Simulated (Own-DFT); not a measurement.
# Response to strain: wurtzite AlN, 72 atoms (Al36N36)

Calculated results; nothing here was measured. The program, named Own-DFT, is a retired in-house plane-wave density functional code that no person has reviewed. Each row is one single-point run on a periodic cell that was not relaxed, without spin or spin-orbit coupling.

Settings of every run: PBE; PseudoDojo norm-conserving scalar-relativistic files; cutoff 42 hartree; 3 x 3 x 2 k mesh centred on Gamma; Fermi-Dirac smearing of 0.1 eV.

Known limits: forces on such cells moved up to 12 meV/angstrom on a denser k mesh; stress not checked against mesh or cutoff.

Unstrained cell vectors in Å: (9.336, 0.000, 0.000); (-4.668, 8.085, 0.000); (0.000, 0.000, 9.964). The unstrained cell has measured lattice constants (interpolated for alloys), not those of this functional. That, the random moves and any unrelaxed bonds set the pressure at no strain. Each run strains this cell uniformly, with the atoms carried along. Every atom was also moved at random, by a Gaussian of width 0.05 Å on each axis. Strain is the symmetric tensor, in per cent. Stress is positive in tension, and the pressure is minus a third of its trace.

```
run,e_xx (%),e_yy (%),e_zz (%),e_yz (%),e_xz (%),e_xy (%),s_xx (GPa),s_yy (GPa),s_zz (GPa),s_yz (GPa),s_xz (GPa),s_xy (GPa),P (GPa),E (meV/atom)
1,-0.33,1.64,-0.65,-1.04,0.37,-1.65,-5.58,-0.52,-6.27,-3.18,0.65,-6.42,4.13,9.7
2,-0.74,1.45,0.02,-1.47,-0.29,-0.30,-8.68,-0.13,-2.81,-4.23,-1.10,-2.60,3.87,0.6
3,1.55,1.84,-1.74,-0.47,0.13,-1.62,-0.45,4.18,-11.27,-0.69,0.43,-3.55,2.51,26.3
4,0.09,0.37,1.69,1.25,1.46,-0.87,-5.06,-2.10,2.75,2.13,4.00,-3.19,1.47,8.5
5,-1.32,1.52,1.64,-0.22,-1.19,1.30,-8.18,-0.57,0.96,0.16,-3.68,3.18,2.60,27.4
6,0.52,-1.36,0.44,1.13,0.16,-1.11,-4.48,-11.12,-2.64,2.93,0.36,-4.11,6.08,0.0
7,-0.10,-0.28,0.46,1.06,0.19,1.67,-7.45,-6.06,-4.56,2.73,-0.12,7.88,6.03,20.6
8,-1.78,-0.74,0.36,-1.63,0.89,1.48,-16.91,-10.77,-4.72,-3.97,2.22,5.56,10.80,26.7
9,-0.06,1.90,-0.93,1.97,1.70,-0.97,-2.90,1.97,-10.80,4.68,3.56,-3.83,3.91,24.6
10,-1.06,-0.58,1.00,0.67,0.24,1.86,-12.08,-10.09,-0.54,2.52,-0.07,7.30,7.57,24.0
11,0.63,0.59,-0.89,-1.37,-1.67,0.24,-2.34,-2.30,-10.75,-3.31,-5.12,2.09,5.13,14.7
12,1.61,1.53,-0.37,-0.66,0.02,-0.37,1.44,1.91,-4.17,-2.10,0.45,0.00,0.27,13.3
13,-1.91,-0.89,-1.13,-0.26,0.90,1.91,-18.10,-12.97,-14.04,-1.24,1.64,9.07,15.04,38.3
14,1.19,1.25,-0.83,-0.17,-0.34,-0.13,0.57,1.18,-8.82,-0.41,-0.42,0.30,2.36,12.2
15,1.63,1.64,-0.96,0.49,-0.46,-0.22,0.19,1.95,-5.55,1.42,-1.42,-1.91,1.14,14.5
16,1.68,-1.72,1.77,-1.19,0.82,-1.69,0.09,-13.02,3.07,-2.62,2.45,-5.97,3.29,38.1
17,1.46,0.11,-0.35,1.60,-0.84,0.90,0.00,-2.34,-5.09,3.52,-1.53,1.67,2.48,0.8
18,1.91,-0.98,-1.60,-1.50,0.08,0.34,?,?,?,?,?,?,?,?
```

E is the free energy for each atom above the lowest run shown.

## Worked fit

Each stress component was fitted by least squares to a constant and the strains of the runs shown, as fractions, with shears doubled. Shear strains stay in the fit of a normal stress only where such slopes are resolved. The slopes, in GPa:

| stress | at no strain | per e_xx | per e_yy | per e_zz | scatter |
|---|---|---|---|---|---|
| s_xx | -6.8 | 448 ± 28 | 144 ± 31 | 93 ± 36 | 1.34 |
| s_yy | -5.9 | 114 ± 22 | 446 ± 25 | 25 ± 29 | 1.07 |
| s_zz | -5.4 | 91 ± 32 | 64 ± 36 | 487 ± 41 | 1.52 |

Each shear stress against twice its own strain: yz 124 ± 7, xz 137 ± 8, xy 204 ± 20 GPa. These are stiffnesses along x, y and z of the frame in which the cell vectors are given, which need not be the crystal's axes. The atoms are held to the strained lattice; where symmetry lets them move under strain, relaxing them would lower some slopes. The table should be nearly symmetric about its diagonal, and what it lacks of that shows the noise. A ninth of its sum, 212 ± 7 GPa, estimates the bulk modulus near the mean pressure of these runs, 4.6 GPa, so it lies above the value at zero pressure.

## Withheld run

Question: what normal stresses and pressure should run 18 give?

The fit gives s_xx = -1.1, s_yy = -8.5, s_zz = -12.0 and P = 7.2 GPa. The calculation gave 0.71, -10.04, -13.58 and P = 7.63 GPa.
